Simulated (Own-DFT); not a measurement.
# Response to strain: wurtzite AlGaN with randomly placed atoms, 96 atoms (Al36Ga12N48)

All numbers below are calculated, not measured. The program, named Own-DFT, is a retired in-house plane-wave density functional code that no person has reviewed. Each row is one single-point run on a periodic cell that was not relaxed, without spin or spin-orbit coupling.

Settings of every run: PBE; PseudoDojo norm-conserving scalar-relativistic files (stringent for Ga); cutoff 96 hartree; 3 x 4 x 3 k mesh centred on Gamma; Gaussian smearing of 0.01 eV.

Known limits: k mesh not checked against a denser one; stress not checked against mesh or cutoff.

Unstrained cell vectors in Å: (12.525, 0.000, 0.000); (-4.697, 8.135, 0.000); (0.000, 0.000, 10.066). The unstrained cell has measured lattice constants (interpolated for alloys), not those of this functional. That, the random moves and any unrelaxed bonds set the pressure at no strain. Each run strains this cell uniformly, with the atoms carried along. Every atom was also moved at random, by a Gaussian of width 0.05 Å on each axis. The random placing of the alloy's atoms differs from row to row. Strain is the symmetric tensor, in per cent. Stress is positive in tension, and the pressure is minus a third of its trace.

| run | e_xx (%) | e_yy (%) | e_zz (%) | s_xx (GPa) | s_yy (GPa) | s_zz (GPa) | P (GPa) | E (meV/atom) |
|---|---|---|---|---|---|---|---|---|
| 1 | 2.00 | 2.00 | 0.00 | 4.79 | 3.80 | -4.24 | -1.45 | 9.3 |
| 2 | 2.25 | 2.25 | 0.00 | 5.03 | 6.25 | -4.64 | -2.21 | 13.8 |
| 3 | -2.75 | -2.75 | 0.00 | -23.60 | -23.90 | -10.94 | 19.48 | 58.9 |
| 4 | -1.25 | -1.25 | 0.00 | -14.80 | -13.68 | -8.01 | 12.16 | 31.4 |
| 5 | -2.25 | -2.25 | 0.00 | -24.55 | -18.61 | -9.40 | 17.52 | 63.0 |
| 6 | -1.50 | -1.50 | 0.00 | -13.35 | -16.56 | -9.38 | 13.10 | 26.3 |
| 7 | 1.25 | 1.25 | 0.00 | 0.88 | -0.65 | -3.53 | 1.10 | 0.0 |
| 8 | -3.00 | -3.00 | 0.00 | -30.86 | -24.93 | -10.07 | 21.95 | 89.9 |
| 9 | -1.00 | -1.00 | 0.00 | ? | ? | ? | ? | ? |

E is the free energy for each atom above the lowest run shown.

## Worked fit

The change of volume is close to e_xx + e_yy + e_zz. A straight line through the runs shown gives P = 7.35 - 225 x (fractional change of volume) GPa, with an error of 7 on the slope and a scatter of 0.83 GPa. The strain isn't the same on all axes and the cell isn't cubic, so the slope belongs to this path and is not the bulk modulus.

## Withheld run

Question: what pressure should run 9 give? Its volume changes by -1.99 %.

The line gives 11.8 GPa. The calculation gave 10.93 GPa.
